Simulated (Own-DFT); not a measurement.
## Calculated data, Al$_{3}$GaN$_{4}$ (wurtzite random alloy, strained, atoms displaced)

A calculation, not a measurement: plane-wave PBE density functional theory by an unreviewed code, no spin, of a simulated periodic cell, stress positive in tension, free energy of the whole cell less one offset for each atom, forces on such cells passed a denser k mesh, this cell's mesh not checked; offsets are fitted by least squares, one for each functional and potential file, so energies compare only between cells with the same atoms and settings and are not formation energies; the far tail of each file's local potential was reset to the Coulomb form; each entry is a single point on an unrelaxed cell, so the pressure reflects the starting lattice, mostly measured values, from which strain is counted, and rises with the displacements; printed positions are rounded, which can move forces by about a meV/angstrom; the program is a retired in-house code; no spin-orbit coupling. Program: Own-DFT development build.

```xyz
72
Lattice="9.3703 0.0000 0.0000 -4.6851 8.1149 0.0000 0.0000 0.0000 10.0655" Properties=species:S:1:pos:R:3:force_x:R:1:force_y:R:1:force_z:R:1 formula=Al3GaN4 functional=PBE potential_files=PseudoDojo_norm-conserving,scalar-relativistic,standard_set_with_the_stringent_files_for_Ga wave_cutoff=96 occupations=Gaussian smearing_width=0.01 k_mesh=4_x_4_x_3_centred_on_Gamma free_energy_of_cell_above_offsets=-23.914 pressure=6.93 stress_xx=-6.49 stress_yy=-7.96 stress_zz=-6.35 stress_yz=-0.72 stress_xz=0.38 stress_xy=0.06
Ga     0.0243     1.8120     0.0350     -0.612      0.105     -0.183
Al     1.5568     0.9109     2.5447     -0.607     -0.338     -0.223
N     -0.0138     1.8548     1.9089     -0.364     -1.318      1.994
N      1.6150     0.8422     4.4736     -1.257      0.996     -0.929
Al    -0.0049     1.7058     4.9820      0.423      1.566     -0.003
Al     1.5357     0.9121     7.5376      1.044     -0.551      0.454
N      0.0595     1.8730     6.8808     -1.222      -2.73     -0.082
N      1.5728     0.9609     9.5206     -0.073     -1.972     -1.794
Al    -1.6286     4.5872    10.0612      0.231     -1.179      0.334
Al     0.0957     3.6098     2.4611     -2.454       0.21      1.016
N     -1.6017     4.5708     1.9063      1.366     -0.736       -0.1
N     -0.0291     3.5727     4.3855      0.782     -0.115      0.223
Al    -1.5781     4.4253     4.9861      1.044       1.73      0.752
Ga     0.0546     3.5783     7.5415     -1.401      1.539      0.614
N     -1.6148     4.5998     6.9281      0.566     -2.864     -0.491
N      0.0042     3.6315     9.5079      -1.06      0.915     -0.295
Al    -3.0666     7.1984     0.0198     -1.366      0.896      0.162
Al    -1.5678     6.3215     2.5528      1.109     -0.121      0.252
N     -3.0403     7.2204     1.9547     -0.658      1.067     -0.664
N     -1.5817     6.3037     4.4901      0.777     -0.382     -0.842
Al    -3.1366     7.2250     4.9681      0.315     -1.595      1.627
Al    -1.5718     6.2614     7.5216      0.919      2.093      0.957
N     -3.0474     7.1867     6.9909     -1.982      1.014     -0.742
N     -1.5710     6.3550     9.4919      0.145     -0.984     -1.233
Ga     3.1350     1.8424    10.0589      0.534     -0.182      0.456
Al     4.7618     0.9544     2.5174     -2.916     -1.708     -0.276
N      3.0163     1.8080     1.9529      2.281       0.25      0.129
N      4.7225     0.9236     4.3554     -0.015     -0.143      1.808
Al     3.1079     1.7940     5.0167      1.101        0.4      0.366
Al     4.7075     0.9106     7.6056     -0.963     -0.438     -0.481
N      3.1286     1.8074     6.9496       0.02      0.033      0.125
N      4.7178     0.8938     9.4614      0.371      0.434      0.242
Al     1.5045     4.4671     0.0653      1.308      1.363     -0.502
Al     3.1617     3.5818     2.5321      0.052       0.56     -0.073
N      1.5838     4.4765     1.9466      0.979     -0.194     -0.828
N      3.1131     3.5999     4.4158      0.466      0.265      0.539
Al     1.5549     4.5494     5.0166      0.057      -0.93     -0.599
Al     3.1198     3.5842     7.6231       0.31      0.719     -2.371
N      1.5197     4.5458     6.9079      1.843      -1.19     -0.465
N      3.1078     3.7081     9.4216     -0.692     -0.588      1.178
Ga     0.0946     7.1435     0.0633     -2.322      1.888     -0.931
Ga     1.5825     6.3090     2.4866      0.532     -0.114     -0.156
N      0.0524     7.1816     1.8955     -1.841      1.291      2.229
N      1.6644     6.3260     4.3547     -2.543     -0.836       1.81
Al     0.0288     7.1990     5.0257     -0.196      0.427     -0.217
Ga     1.5493     6.2866     7.5104      0.374      1.042      1.687
N      0.0128     7.2296     6.9597     -0.709      0.369     -0.702
N      1.5905     6.3601     9.5749      1.696     -2.605     -1.811
Al     6.2866     1.8410    10.0348      -1.15     -0.866      0.606
Al     7.7159     0.9078     2.5322      0.879      0.704     -0.609
N      6.1537     1.8069     1.8837      2.434      0.236      -0.67
N      7.7810     0.8701     4.4266      0.054      1.745     -0.119
Al     6.2691     1.8619     5.1170     -0.783     -1.486     -0.672
Al     7.8180     0.9024     7.5597      0.172       0.55      0.288
N      6.2061     1.8341     7.0060      1.324      -0.62     -0.774
N      7.7981     0.9852     9.4819      0.208     -1.818     -1.046
Al     4.6860     4.4272    10.0485       -0.5      1.853      0.646
Ga     6.2366     3.5888     2.5891       0.63      0.387     -1.255
N      4.7527     4.5110     1.8800     -1.938     -0.318      0.022
N      6.2745     3.5798     4.4631     -0.874      0.169      0.989
Al     4.7314     4.5615     5.0227     -0.964     -2.084      0.995
Al     6.3055     3.5881     7.5543     -1.117      1.176      0.145
N      4.7198     4.5618     6.9649     -0.445     -1.733     -0.392
N      6.1473     3.5590     9.4484      2.122      1.072     -0.464
Al     3.1666     7.1700    10.0610     -1.152      1.931      0.631
Ga     4.6964     6.3741     2.5070     -0.168     -0.739     -0.374
N      3.1098     7.2865     1.8910      0.613      0.106     -0.333
N      4.6907     6.2295     4.4245      0.542      2.305      0.253
Ga     3.0893     7.2415     5.0854      1.254     -0.893     -0.878
Al     4.7127     6.2689     7.5538      0.257      1.314      0.788
N      3.1584     7.2326     6.9359      0.549      0.254      1.736
N      4.6162     6.3016     9.5517      2.666     -0.609     -1.475
```

Units: wave_cutoff in hartree; smearing_width, free_energy_of_cell_above_offsets in eV; pressure, stress_xx, stress_yy, stress_zz, stress_yz, stress_xz, stress_xy in GPa; force_x, force_y, force_z in eV/Å.
